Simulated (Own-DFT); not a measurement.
# Point defects and the pressure they add: C11b WSi2

The numbers are computed, not measured, by runs of the plane-wave DFT program Own-DFT (in-house, retired, unreviewed) at fixed positions, with no spin and no spin-orbit coupling.

Method: PBEsol; PseudoDojo norm-conserving scalar-relativistic files, made for PBE; cutoff 50 hartree; 5 x 5 x 5 k mesh centred on Gamma; cold (Marzari-Vanderbilt) smearing of 0.2 eV.

Caveats: forces on such cells failed a check on a denser k mesh; stress not checked against mesh or cutoff.

All runs share one cell, with vectors in Å (-2.148, -5.953, 3.409); (-6.444, 2.976, 1.136); (-2.553, -2.948, -6.757) and a volume of 403.2 Å³. Atoms were moved at random from their sites; u is the rms move along one axis. The defect's site can differ from row to row.

```
              cell  formula   u (Å)  P (GPa)
         no defect  Si20W10  0.0182     0.38
         no defect  Si20W10  0.0196     0.35
         no defect  Si20W10  0.0535     1.79
one W on a Si site  Si19W11  0.0312     5.17
one W on a Si site  Si19W11  0.0459     5.78
one W on a Si site  Si19W11  0.0528     6.83
     one W vacancy   Si20W9  0.0257    -0.66
     one W vacancy   Si20W9  0.0312     0.10
     one W vacancy   Si20W9  0.0462     0.49
    one Si vacancy  Si19W10  0.0295        ?
    one Si vacancy  Si19W10  0.0336    -0.15
    one Si vacancy  Si19W10  0.0467    -0.31
    one Si vacancy  Si19W10  0.0483     0.42
one Si on a W site   Si21W9  0.0319     2.27
one Si on a W site   Si21W9  0.0448     3.24
one Si on a W site   Si21W9  0.0522     3.63
```

## What the rows give

P = P0 + c u² + a shift for each defect gives P0 = 0.08 GPa, c = 643 ± 100 GPa/Å² and a scatter of 0.31 GPa. The shifts, and each times the cell's volume:

- one W on a Si site: 4.59 ± 0.26 GPa, 11.6 eV
- one Si on a W site: 1.73 ± 0.26 GPa, 4.4 eV
- one W vacancy: -0.91 ± 0.25 GPa, -2.3 eV
- one Si vacancy: -1.30 ± 0.26 GPa, -3.3 eV

Against the defect-free cell, a freed cell would be larger where the shift is positive and smaller where it is negative (160.2 GPa Å³ is 1 eV). The atoms around the defects weren't relaxed, which would change these numbers.

## Check

Question: what pressure belongs in the blank (one Si vacancy, u = 0.0295 Å)?

The fit gives -0.66 ± 0.37 GPa. The run itself gave -0.83 GPa.
